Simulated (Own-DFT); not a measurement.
# How strain changes the stress of wurtzite GaN, 96 atoms (Ga48N48)

All numbers below are calculated, not measured. They come from Own-DFT, an in-house plane-wave density functional program, since retired, whose code no person has reviewed. Each row is one single-point run on a periodic cell that was not relaxed, without spin or spin-orbit coupling.

Settings of every run: PBE; PseudoDojo norm-conserving scalar-relativistic files; cutoff 42 hartree; 3 x 4 x 3 k mesh centred on Gamma; Fermi-Dirac smearing of 0.1 eV.

Known limits: forces on such cells passed a denser k mesh, each cell not checked; stress not checked against mesh or cutoff.

Unstrained cell vectors in Å: (12.756, 0.000, 0.000); (-4.784, 8.285, 0.000); (0.000, 0.000, 10.370). The unstrained cell has measured lattice constants (interpolated for alloys), not those of this functional. That, the random moves and any unrelaxed bonds set the pressure at no strain. Each run strains this cell uniformly, with the atoms carried along. Every atom was also moved at random, by a Gaussian of width 0.05 Å on each axis. Strain is the symmetric tensor, in per cent. Stress is positive in tension, and the pressure is minus a third of its trace.

| run | e_xx (%) | e_yy (%) | e_zz (%) | e_yz (%) | e_xz (%) | e_xy (%) | s_xx (GPa) | s_yy (GPa) | s_zz (GPa) | s_yz (GPa) | s_xz (GPa) | s_xy (GPa) | P (GPa) | E (meV/atom) |
|---|---|---|---|---|---|---|---|---|---|---|---|---|---|---|
| 1 | 0.16 | -0.45 | -0.38 | -0.41 | 0.45 | -0.30 | -7.89 | -9.08 | -9.97 | -0.59 | 0.52 | -0.70 | 8.98 | 19.5 |
| 2 | -1.58 | 1.48 | -0.41 | 1.82 | 1.21 | 1.38 | -13.45 | -4.58 | -9.38 | 4.25 | 2.46 | 4.37 | 9.14 | 37.7 |
| 3 | 0.34 | 1.03 | 1.88 | 0.14 | -1.58 | 1.05 | -3.61 | -3.02 | 1.45 | 0.53 | -3.94 | 3.63 | 1.72 | 8.7 |
| 4 | -1.45 | 1.40 | -0.02 | 0.79 | -0.89 | -0.73 | -13.89 | -3.21 | -8.44 | 1.53 | -2.32 | -2.14 | 8.51 | 34.7 |
| 5 | -0.60 | -1.04 | -0.15 | 0.01 | 1.42 | -0.95 | -10.73 | -13.16 | -10.37 | -0.23 | 2.39 | -3.04 | 11.42 | 33.3 |
| 6 | 1.07 | 0.24 | 0.67 | 0.74 | 1.23 | -1.84 | -3.14 | -4.98 | -3.15 | 1.50 | 2.02 | -6.27 | 3.76 | 10.5 |
| 7 | 0.90 | 0.46 | 0.13 | -1.92 | 1.82 | -0.06 | -4.55 | -4.45 | -5.69 | -3.87 | 4.38 | 0.15 | 4.90 | 21.7 |
| 8 | 0.86 | -0.91 | 1.50 | 0.32 | -1.81 | 0.92 | -4.65 | -9.57 | -2.15 | 0.63 | -3.61 | 2.89 | 5.46 | 29.3 |
| 9 | -0.97 | -0.53 | -1.98 | 1.36 | 1.92 | -1.77 | -13.36 | -15.42 | -17.58 | 3.17 | 5.15 | -5.86 | 15.46 | 54.2 |
| 10 | -1.83 | 1.91 | 1.87 | -0.15 | 0.83 | -0.28 | -12.27 | -0.24 | -0.20 | -0.07 | 1.58 | -0.14 | 4.24 | 16.2 |
| 11 | 1.55 | 1.03 | 0.43 | -0.37 | -1.66 | 1.18 | -0.13 | -1.16 | -3.84 | -1.04 | -2.86 | 3.43 | 1.71 | 0.0 |
| 12 | -0.53 | 0.77 | 1.24 | 1.70 | 0.48 | 1.54 | -7.90 | -4.55 | -2.03 | 2.99 | 1.85 | 4.46 | 4.83 | 14.1 |
| 13 | -0.85 | 1.49 | -1.90 | 1.35 | -1.92 | 0.66 | -11.06 | -3.55 | -15.78 | 2.46 | -3.53 | 2.12 | 10.13 | 23.3 |
| 14 | 1.81 | -0.53 | -0.53 | -1.83 | 1.34 | -1.25 | -1.68 | -8.35 | -9.25 | -3.19 | 3.07 | -4.09 | 6.43 | 27.0 |
| 15 | -1.08 | 0.49 | 1.23 | 1.96 | 1.08 | -1.45 | -10.96 | -6.85 | -2.91 | 3.95 | 2.82 | -5.43 | 6.91 | 33.4 |
| 16 | -1.94 | 0.26 | -0.51 | -1.17 | -1.65 | 0.25 | -15.28 | -8.70 | -11.77 | -2.13 | -3.19 | 1.42 | 11.91 | 28.8 |
| 17 | -0.84 | -1.99 | 0.02 | 1.28 | 1.34 | 0.29 | ? | ? | ? | ? | ? | ? | ? | ? |

E is the free energy for each atom above the lowest run shown.

## Worked fit

Each stress component was fitted by least squares to a constant and the strains of the runs shown, as fractions, with shears doubled. Shear strains stay in the fit of a normal stress only where such slopes are resolved. The slopes, in GPa:

```
stress  at no strain  per e_xx  per e_yy  per e_zz  scatter
  s_xx          -7.9  395 ± 15   77 ± 19   73 ± 14     0.61
  s_yy          -8.1  129 ± 23  441 ± 30   79 ± 22     0.96
  s_zz          -8.0   96 ± 10   99 ± 13   428 ± 9     0.40
```

Each shear stress against twice its own strain: yz 97 ± 4, xz 109 ± 7, xy 162 ± 4 GPa. These are stiffnesses along x, y and z of the frame in which the cell vectors are given, which need not be the crystal's axes. The atoms are held to the strained lattice; where symmetry lets them move under strain, relaxing them would lower some slopes. The table should be nearly symmetric about its diagonal, and what it lacks of that shows the noise. A ninth of its sum, 202 ± 4 GPa, estimates the bulk modulus near the mean pressure of these runs, 7.2 GPa, so it lies above the value at zero pressure.

## Withheld run

Question: what normal stresses and pressure should run 17 give?

The fit gives s_xx = -12.7, s_yy = -17.9, s_zz = -10.6 and P = 13.7 GPa. The calculation gave -13.31, -16.67, -10.97 and P = 13.65 GPa.
